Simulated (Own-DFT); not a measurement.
# Computed records: HfO2 (monoclinic hafnia, atoms displaced)

Computed with Own-DFT development build. A calculation, not a measurement: plane-wave density functional theory by an unreviewed code, no spin, of a simulated periodic cell, stress positive in tension, run twice, with PBE and with PBEsol, both on files made for PBE, so the change isn't that of files made for PBEsol, hafnium file: forces about 75 meV/angstrom off all-electron values; oxygen file: force components 24 meV/angstrom off all-electron in one glass; forces on such cells passed a denser k mesh, this cell's mesh not checked; the far tail of each file's local potential was reset to the Coulomb form; each entry is a single point on an unrelaxed cell, so the pressure reflects the starting lattice, mostly measured values (interpolated for alloys), from which strain is counted, and rises with the displacements; printed positions are rounded, which can move forces by about a meV/angstrom; the program, named Own-DFT, is a retired in-house code; no spin-orbit coupling; stress was not checked against mesh or cutoff.

Entry: HfO2 (monoclinic hafnia, atoms displaced)

```
CELL_PARAMETERS angstrom
10.23400 0.00000 0.00000
0.00000 10.35000 0.00000
-1.69550 0.00000 10.44530
ATOMIC_POSITIONS crystal
Hf 0.14475 0.02231 0.09561
Hf 0.37367 0.26618 0.14810
Hf 0.37467 0.47981 0.39221
Hf 0.13224 0.23837 0.36221
O 0.03561 0.15902 0.17124
O 0.46790 0.41868 0.06950
O 0.47071 0.33033 0.32217
O 0.03467 0.08783 0.41830
O 0.22477 0.37595 0.23690
O 0.27509 0.12697 0.99642
O 0.26596 0.10227 0.25652
O 0.24402 0.35658 0.48909
Hf 0.15314 0.03142 0.62014
Hf 0.36107 0.27273 0.65914
Hf 0.34751 0.48037 0.89741
Hf 0.13722 0.23705 0.85441
O 0.03712 0.18284 0.68010
O 0.47541 0.41334 0.58616
O 0.45524 0.32847 0.83112
O 0.04076 0.07933 0.91336
O 0.22908 0.38698 0.73991
O 0.27187 0.13522 0.51579
O 0.28102 0.13451 0.75511
O 0.22592 0.37045 0.00134
Hf 0.15020 0.50428 0.11878
Hf 0.37016 0.77199 0.14318
Hf 0.36216 0.98128 0.39407
Hf 0.13864 0.74581 0.34349
O 0.04661 0.66433 0.17424
O 0.45621 0.90478 0.07731
O 0.46565 0.83386 0.33173
O 0.03606 0.57191 0.44048
O 0.24107 0.87927 0.24415
O 0.28031 0.61577 0.01651
O 0.27985 0.61764 0.26953
O 0.22469 0.86547 0.48852
Hf 0.12991 0.52193 0.60489
Hf 0.36951 0.76586 0.65229
Hf 0.36356 0.99786 0.89689
Hf 0.13082 0.73528 0.85611
O 0.02489 0.66749 0.66824
O 0.46577 0.90869 0.57318
O 0.47077 0.84010 0.82666
O 0.02497 0.57586 0.92253
O 0.22900 0.85874 0.74935
O 0.28246 0.62672 0.49288
O 0.27313 0.61133 0.76499
O 0.23109 0.87083 0.99861
Hf 0.61756 0.02270 0.09971
Hf 0.85669 0.26872 0.13755
Hf 0.86227 0.48987 0.39221
Hf 0.64894 0.23430 0.36170
O 0.53725 0.15961 0.18187
O 0.97729 0.42234 0.07729
O 0.96029 0.33390 0.33512
O 0.54535 0.07129 0.42920
O 0.72394 0.37500 0.23088
O 0.75812 0.13092 0.00495
O 0.77125 0.12869 0.26968
O 0.71723 0.37519 0.49082
Hf 0.63240 0.01387 0.59922
Hf 0.86459 0.27425 0.63930
Hf 0.86607 0.48362 0.91270
Hf 0.63167 0.20836 0.86056
O 0.56066 0.17370 0.68209
O 0.96646 0.42136 0.56507
O 0.95928 0.31598 0.82191
O 0.53364 0.07920 0.92831
O 0.72738 0.38863 0.74484
O 0.77825 0.13067 0.51954
O 0.78716 0.11508 0.75677
O 0.71876 0.37143 0.97967
Hf 0.63112 0.51852 0.09750
Hf 0.85185 0.76440 0.14975
Hf 0.84919 0.97820 0.38161
Hf 0.62295 0.73282 0.35004
O 0.54015 0.66754 0.16884
O 0.96368 0.91964 0.07309
O 0.97919 0.82671 0.34189
O 0.54329 0.57031 0.41572
O 0.72705 0.88122 0.23732
O 0.78775 0.64335 0.01509
O 0.76942 0.61195 0.26125
O 0.72486 0.86389 0.49678
Hf 0.64324 0.51087 0.61437
Hf 0.87448 0.76766 0.65287
Hf 0.86538 0.98958 0.88852
Hf 0.63389 0.72525 0.84894
O 0.52748 0.67476 0.68121
O 0.95421 0.92279 0.57942
O 0.95143 0.82900 0.81033
O 0.53064 0.60142 0.92464
O 0.72957 0.87803 0.74537
O 0.77527 0.63251 0.50915
O 0.78369 0.61752 0.75703
O 0.70421 0.87304 0.98868
```

* functional: PBE, then PBEsol
* potential files: PseudoDojo norm-conserving, scalar-relativistic, standard set
* wave cutoff: 72 hartree
* occupations: Fermi-Dirac
* smearing width: 0.1 eV
* k mesh: 2 x 2 x 2 centred on Gamma
* PBE pressure: 10.03 GPa
* PBE stress xx: -10.37 GPa
* PBE stress yy: -9.47 GPa
* PBE stress zz: -10.26 GPa
* PBE stress yz: 0.48 GPa
* PBE stress xz: -2.1 GPa
* PBE stress xy: 0.86 GPa
* PBEsol pressure: 3.55 GPa
* PBEsol stress xx: -3.86 GPa
* PBEsol stress yy: -3.05 GPa
* PBEsol stress zz: -3.75 GPa
* PBEsol stress yz: 0.49 GPa
* PBEsol stress xz: -1.66 GPa
* PBEsol stress xy: 0.83 GPa
* rms change of force components from PBE to PBEsol: 0.063 eV/Å

Force:
```csv
force element,PBE force x (eV/Å),PBE force y (eV/Å),PBE force z (eV/Å),PBEsol force x (eV/Å),PBEsol force y (eV/Å),PBEsol force z (eV/Å)
Hf,-2.466,-1.406,1.644,-2.409,-1.341,1.589
Hf,-1.359,1.204,0.5,-1.309,1.255,0.531
Hf,-2.229,0.718,1.741,-2.191,0.712,1.71
Hf,-0.207,-1.869,-1.021,-0.223,-1.88,-0.995
O,-1.246,1.473,-0.67,-1.202,1.451,-0.622
O,-0.927,-1.706,1.165,-0.907,-1.64,1.103
O,-0.076,-0.707,-0.454,-0.071,-0.703,-0.506
O,-0.428,-0.581,0.936,-0.393,-0.533,0.936
O,1.325,-2.536,2.021,1.348,-2.459,1.949
O,0.665,1.165,1.706,0.598,1.094,1.641
O,1.436,2.963,-0.242,1.355,2.856,-0.249
O,-0.792,1.86,0.474,-0.727,1.779,0.459
Hf,-3.728,-2.44,-4.153,-3.606,-2.291,-4.1
Hf,2.632,2.109,-3.652,2.524,2.113,-3.536
Hf,1.931,0.622,-0.113,1.844,0.577,-0.087
Hf,-1.472,0.751,-0.171,-1.462,0.676,-0.225
O,2.567,-2.335,-1.776,2.511,-2.258,-1.66
O,-0.862,-0.114,-0.223,-0.824,-0.092,-0.247
O,1.082,-0.317,1.624,1.024,-0.335,1.519
O,0.81,0.182,0.045,0.788,0.184,0.088
O,-1.331,-1.568,0.48,-1.218,-1.554,0.489
O,0.76,-1.754,0.267,0.642,-1.709,0.294
O,-0.541,-2.543,1.974,-0.592,-2.474,1.916
O,0.25,-1.191,-1.424,0.307,-1.125,-1.386
Hf,-0.427,5.073,-1.463,-0.393,4.975,-1.46
Hf,-3.806,-4.021,1.253,-3.732,-3.877,1.253
Hf,-1.119,-0.666,1.442,-1.105,-0.738,1.41
Hf,3.233,-3.766,1.686,3.201,-3.689,1.62
O,-1.572,0.395,-0.538,-1.517,0.395,-0.465
O,3.114,4.438,-1.274,3.049,4.368,-1.282
O,-0.37,0.334,-0.741,-0.362,0.315,-0.772
O,0.944,2.654,-3.72,0.876,2.528,-3.545
O,-1.11,-0.553,-1.093,-1.018,-0.551,-1.037
O,-0.538,1.339,0.086,-0.548,1.268,0.079
O,0.993,-0.438,-1.849,0.92,-0.459,-1.788
O,0.447,2.086,1.199,0.509,2.041,1.129
Hf,2.003,0.936,-0.227,1.893,0.965,-0.265
Hf,-2.817,0.607,-1.866,-2.717,0.658,-1.781
Hf,-1.57,-5.65,-1.621,-1.549,-5.546,-1.53
Hf,-0.141,-1.578,0.517,-0.123,-1.555,0.429
O,4.499,-2.337,1.393,4.396,-2.276,1.407
O,-0.424,0.588,0.354,-0.403,0.589,0.299
O,-1.188,1.534,0.336,-1.154,1.448,0.279
O,3.598,2.292,-0.592,3.48,2.223,-0.54
O,-0.711,3.25,-0.48,-0.652,3.152,-0.453
O,-0.594,-0.005,2.702,-0.623,-0.012,2.615
O,-0.653,1.908,-0.568,-0.692,1.851,-0.531
O,-0.834,-0.271,-1.58,-0.756,-0.239,-1.524
Hf,4.158,-3.714,1.753,4.064,-3.605,1.655
Hf,1.293,0.257,1.473,1.225,0.296,1.476
Hf,-0.718,-0.21,1.42,-0.681,-0.231,1.446
Hf,-0.637,-0.215,0.893,-0.59,-0.243,0.836
O,-1.364,0.805,-0.456,-1.328,0.814,-0.43
O,-2.949,-2.939,1.372,-2.883,-2.841,1.283
O,0.14,-0.402,-1.438,0.146,-0.402,-1.43
O,-0.669,1.673,-2.292,-0.646,1.597,-2.17
O,-0.27,-0.314,-0.002,-0.205,-0.329,-0.001
O,1.726,-0.759,1.858,1.611,-0.728,1.786
O,0.92,-0.398,-1.728,0.842,-0.379,-1.656
O,0.921,-0.235,-0.265,0.938,-0.229,-0.254
Hf,2.579,-1.123,2.229,2.533,-1.068,2.134
Hf,-1.316,0.456,1.031,-1.272,0.462,1.054
Hf,-1.126,-0.468,-3.878,-1.089,-0.459,-3.771
Hf,2.621,6.252,-2.948,2.56,6.082,-2.901
O,-2.613,-0.694,-1.414,-2.527,-0.69,-1.284
O,-1.438,-2.428,2.412,-1.403,-2.337,2.314
O,-0.287,2.185,2.268,-0.241,2.083,2.139
O,-1.91,-0.523,-0.13,-1.865,-0.54,-0.065
O,0.626,-1.819,0.075,0.67,-1.75,0.029
O,-0.08,-0.062,-1.667,-0.141,-0.045,-1.634
O,-0.608,1.15,0.729,-0.641,1.113,0.739
O,0.05,-0.232,1.697,0.114,-0.237,1.684
Hf,1.314,0.626,0.172,1.259,0.65,0.155
Hf,2.719,1.573,-0.308,2.624,1.549,-0.313
Hf,2.661,-0.418,4.888,2.575,-0.439,4.816
Hf,3.15,-2.048,2.888,3.075,-2.063,2.793
O,-0.474,0.379,0.104,-0.464,0.391,0.15
O,-0.125,-0.598,0.373,-0.108,-0.544,0.307
O,-4.844,2.251,-1.306,-4.722,2.2,-1.325
O,0.399,1.072,-0.045,0.368,1.045,-0.018
O,-0.858,-0.032,0.122,-0.77,-0.042,0.135
O,-1.103,-2.641,-1.267,-1.118,-2.587,-1.219
O,0.265,1.848,-1.516,0.212,1.811,-1.488
O,-0.505,1.015,-2.07,-0.443,1.016,-2.036
Hf,0.754,2.22,-1.064,0.781,2.146,-1.067
Hf,-5.81,1.209,-6.046,-5.684,1.241,-5.886
Hf,-1.437,-3.09,0.485,-1.409,-3.06,0.452
Hf,2.61,2.904,0.716,2.51,2.838,0.683
O,2.92,-3.281,-1.366,2.836,-3.152,-1.25
O,2.135,1.515,-0.255,2.047,1.451,-0.289
O,3.44,1.814,6.408,3.372,1.746,6.206
O,-1.143,-2.655,0.911,-1.081,-2.603,0.931
O,-1.257,0.546,-0.364,-1.159,0.537,-0.35
O,-0.256,-1.154,-0.339,-0.29,-1.159,-0.334
O,-1.306,0.179,1.141,-1.336,0.182,1.111
O,0.949,0.391,0.714,0.95,0.375,0.699
```
